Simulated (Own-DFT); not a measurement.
# Response to strain: diamond-structure SiGeSn with randomly placed atoms, 64 atoms (Ge40Si16Sn8)

These are calculations, not measurements. They come from Own-DFT, an in-house plane-wave density functional program, since retired, whose code no person has reviewed. Each row is one single-point run on a periodic cell that was not relaxed, without spin or spin-orbit coupling.

Settings of every run: PBEsol; PseudoDojo norm-conserving scalar-relativistic files, made for PBE; cutoff 49 hartree; 3 x 3 x 3 k mesh centred on Gamma; Fermi-Dirac smearing of 0.1 eV.

Known limits: forces on such cells moved up to 12 meV/angstrom on a denser k mesh; stress not checked against mesh or cutoff.

Unstrained cell vectors in Å: (11.410, 0.000, 0.000); (0.000, 11.410, 0.000); (0.000, 0.000, 11.410). The unstrained cell has measured lattice constants (interpolated for alloys), not those of this functional. That, the random moves and any unrelaxed bonds set the pressure at no strain. Each run strains this cell uniformly, with the atoms carried along. Every atom was also moved at random, by a Gaussian of width 0.05 Å on each axis. The random placing of the alloy's atoms differs from row to row. Strain is the symmetric tensor, in per cent. Stress is positive in tension, and the pressure is minus a third of its trace.

```
run,e_xx (%),e_yy (%),e_zz (%),s_xx (GPa),s_yy (GPa),s_zz (GPa),P (GPa),E (meV/atom)
1,2.00,2.00,0.00,1.05,0.96,-0.17,-0.61,0.0
2,0.25,0.25,0.00,-2.00,-2.04,-1.96,2.00,21.4
3,-0.25,-0.25,0.00,-2.61,-2.80,-2.73,2.71,20.3
4,-0.50,-0.50,0.00,-3.34,-3.35,-3.29,3.33,35.2
5,-1.00,-1.00,0.00,-3.70,-3.78,-3.14,3.54,7.2
6,2.75,2.75,0.00,1.85,1.90,0.33,-1.36,13.0
7,-0.75,-0.75,0.00,-3.27,-3.38,-2.85,3.17,1.9
8,-3.00,-3.00,0.00,-7.62,-7.67,-5.66,6.99,20.6
9,-2.25,-2.25,0.00,?,?,?,?,?
```

E is the free energy for each atom above the lowest run shown.

## Worked fit

The change of volume is close to e_xx + e_yy + e_zz. A straight line through the runs shown gives P = 2.40 - 72 x (fractional change of volume) GPa, with an error of 3 on the slope and a scatter of 0.26 GPa. The strain isn't the same on all axes, but the crystal is cubic, so the slope still estimates the bulk modulus, averaged over pressures from -1.4 to 7.0 GPa.

## Withheld run

Question: what pressure should run 9 give? Its volume changes by -4.45 %.

The line gives 5.6 GPa. The calculation gave 6.10 GPa.
